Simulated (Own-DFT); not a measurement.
Si₁₂O₂₃ (quartz with two neutral oxygen vacancies, atoms displaced) (calculated)

All values are calculated (Own-DFT development build). A calculation, not a measurement: plane-wave PBE and HSE06 DFT by an unreviewed code, no spin, of a simulated cell at Gamma alone, so results move with cell size and shape, stress positive in tension, energies less offsets, not probed for a lower state with spin; oxygen file: force components 24 meV/angstrom off all-electron in a glass; k mesh not checked against a denser one; forces and stress are PBE's, HSE06 gives the energy alone, and its difference from PBE has offsets of its own; offsets are fitted by least squares, one for each functional and potential file, so energies compare only between cells with the same atoms and settings and are not formation energies; the far tail of each file's local potential was reset to the Coulomb form; each entry is a single point on an unrelaxed cell, so the pressure reflects the starting lattice, mostly measured values (interpolated for alloys), from which strain is counted, and rises with the displacements; printed positions are rounded, which can move forces by about a meV/angstrom; the program, named Own-DFT, is a retired in-house code; no spin-orbit coupling.

```xyz
70
Lattice="9.8268 0.0000 0.0000 -4.9134 8.5103 0.0000 0.0000 0.0000 10.8104" Properties=species:S:1:pos:R:3 formula=Si12O23 first_functional=PBE second_functional=HSE06 exact_exchange_share=0.25 screening=0.11 exchange_divergence=Gygi-Baldereschi potential_files=PseudoDojo_norm-conserving,scalar-relativistic,made_for_PBE,standard_set wave_cutoff=48 occupations=fixed k_mesh=1_x_1_x_1_centred_on_Gamma
Si    -2.5939     8.5020     0.0226
Si    -1.1093     2.0449     3.6027
Si     1.3220     2.2650     1.8141
O      1.3594     1.0855     0.6680
O      2.7898     2.4869     2.4029
O      3.2579     0.5989     4.2598
O     -1.0532     3.1421     4.7847
O      0.3120     1.7592     2.9704
O      0.7863     3.6283     1.2151
Si    -2.6244     8.5098     5.4714
Si     8.6146     1.9671     9.0101
Si     1.2424     2.3082     7.1922
O      1.3355     1.1470     6.0323
O      3.2760     0.5854     9.6765
O     -1.1004     3.1620    10.1492
O      0.7620     3.6439     6.5762
Si    -0.1714     4.2572    10.8020
Si     6.1895     6.2618     3.6178
Si    -1.1512     6.5343     1.7820
O     -1.1160     5.4586     0.6343
O      0.2702     6.7497     2.3806
O      0.8026     4.8504     4.2594
O     -3.5407     7.3626     4.7276
O     -2.1351     6.0270     2.9145
O     -1.6874     7.8907     1.1139
Si    -0.1454     4.2802     5.4063
Si    -3.5460     6.2855     8.9959
Si    -1.1711     6.4609     7.2034
O     -1.0659     5.4354     6.0531
O      0.3011     6.7761     7.8292
O      0.8089     4.8717     9.6547
O     -3.5437     7.4112    10.2479
O     -2.2058     6.0153     8.3494
O     -1.6985     7.8933     6.5181
Si     7.2530     0.0015     0.0045
Si     3.7621     2.0154     3.6132
Si     6.2229     2.1743     1.7503
O      6.2640     1.0836     0.6650
O      7.6629     2.5343     2.4192
O      8.1709     0.6388     4.2163
O      3.8808     3.1219     4.7692
O      5.2110     1.7870     3.0063
O      5.7241     3.6279     1.2049
Si     2.3070     8.5018     5.4266
Si     3.7361     1.9747     9.0466
Si     6.2217     2.1994     7.2108
O      6.3216     1.1643     6.0590
O      7.7120     2.5025     7.8507
O      8.1637     0.6654     9.6119
O      3.8365     3.1002    10.1870
O      5.1809     1.7618     8.3608
O      5.6669     3.6168     6.5469
Si     4.7939     4.2407    10.7963
Si     1.2772     6.3034     3.6251
Si     3.7822     6.4927     1.7926
O      3.8480     5.4023     0.6775
O      5.2193     6.7664     2.4446
O      5.6966     4.8528     4.2729
O      1.3827     7.3799     4.7224
O      2.7386     6.0678     2.9306
O      3.2559     7.8387     1.1453
Si     4.8021     4.2167     5.4001
Si     1.2655     6.2582     8.9764
Si     3.7366     6.5200     7.2315
O      3.7939     5.3234     6.0891
O      5.2224     6.7105     7.8129
O      5.6765     4.8407     9.6929
O      1.3722     7.3857    10.1478
O      2.7439     5.9950     8.4173
O      3.2678     7.8739     6.5475
```

Units: screening in 1/bohr; wave_cutoff in hartree.

Questions
1. Estimate the PBE stress xx of Si₁₂O₂₃ (quartz with two neutral oxygen vacancies, atoms displaced).

Calculated values
1. -6.25 GPa

Further results for Si₁₂O₂₃ (quartz with two neutral oxygen vacancies, atoms displaced):

| Quantity | Value |
| --- | --- |
| PBE energy of cell above offsets | -20.759 eV |
| HSE06 less PBE above offsets | 0.016 eV |
| PBE pressure | 7.55 GPa |
| PBE stress yy | -8.56 GPa |
| PBE stress zz | -7.84 GPa |
| PBE stress yz | -0.94 GPa |
| PBE stress xz | -0.74 GPa |
| PBE stress xy | 0.06 GPa |

Force:
```tsv
element	x (eV/Å)	y (eV/Å)	z (eV/Å)
Si	-0.117	1.749	-0.519
Si	-2.039	-0.481	-0.5
Si	-0.058	-1.364	-0.555
O	-0.624	1.517	0.609
O	0.42	0.256	0.44
O	-0.403	0.356	0.367
O	-0.891	-0.511	-0.237
O	0.89	-0.188	-0.035
O	-1.169	1.621	-1.604
Si	-1.166	0.816	-4.303
Si	5.913	4.26	-1.87
Si	0.962	-3.376	4.717
O	-0.567	0.496	0.094
O	0.101	-0.707	-0.029
O	-0.973	-1.12	-0.288
O	-0.401	2.737	-0.984
Si	0.853	1.122	1.674
Si	1.592	-1.472	-1.506
Si	-1.397	0.572	-0.057
O	0.829	-2.418	-2.174
O	2.875	0.286	2.033
O	0.636	1.387	-0.861
O	0.162	1.515	1.853
O	-2.042	-0.377	1.847
O	1.698	-0.358	1.975
Si	0.262	0.042	0.058
Si	-5.6	-0.097	3.457
Si	0.195	3.415	0.543
O	-0.216	-1.605	-1.544
O	-1.217	0.211	-0.909
O	-0.466	-0.273	0.123
O	-1.511	-3.129	-2.932
O	3.715	-0.837	-1.254
O	2.395	-2.527	3.496
Si	-0.114	-1.441	-0.535
Si	-0.548	-1.017	0.145
Si	-0.615	3.402	3.72
O	0.043	-1.613	-1.953
O	0.882	-0.543	0.54
O	-0.72	-0.504	1.102
O	-1.674	-1.188	-0.525
O	1.593	-0.513	-1.229
O	-0.512	-0.122	-0.959
Si	1.191	0.911	-1.997
Si	-2.076	0.954	-2.359
Si	-0.132	3.357	1.253
O	-0.152	-1.86	-1.471
O	-2.949	0.751	-2.108
O	-2.012	-4.637	2.812
O	-0.361	0.078	0.45
O	0.79	-0.539	-0.026
O	2.088	-1.745	2.282
Si	-1.375	-0.369	3.371
Si	0.051	-2.718	-3.39
Si	-0.069	0.245	1.203
O	0.41	-2.084	-1.827
O	0.151	0.144	-0.023
O	1.212	1.136	-1.44
O	-0.26	1.972	2.36
O	-0.849	-0.399	1.054
O	-0.378	1.976	-0.931
Si	-1.691	2.045	0.788
Si	0.961	-0.062	1.861
Si	0.365	-2.59	-0.421
O	0.015	0.692	0.258
O	0.898	0.38	0.921
O	2.753	2.946	-3.235
O	0.013	0.346	-0.058
O	0.806	0.307	-0.818
O	-0.376	0.779	0.066
```
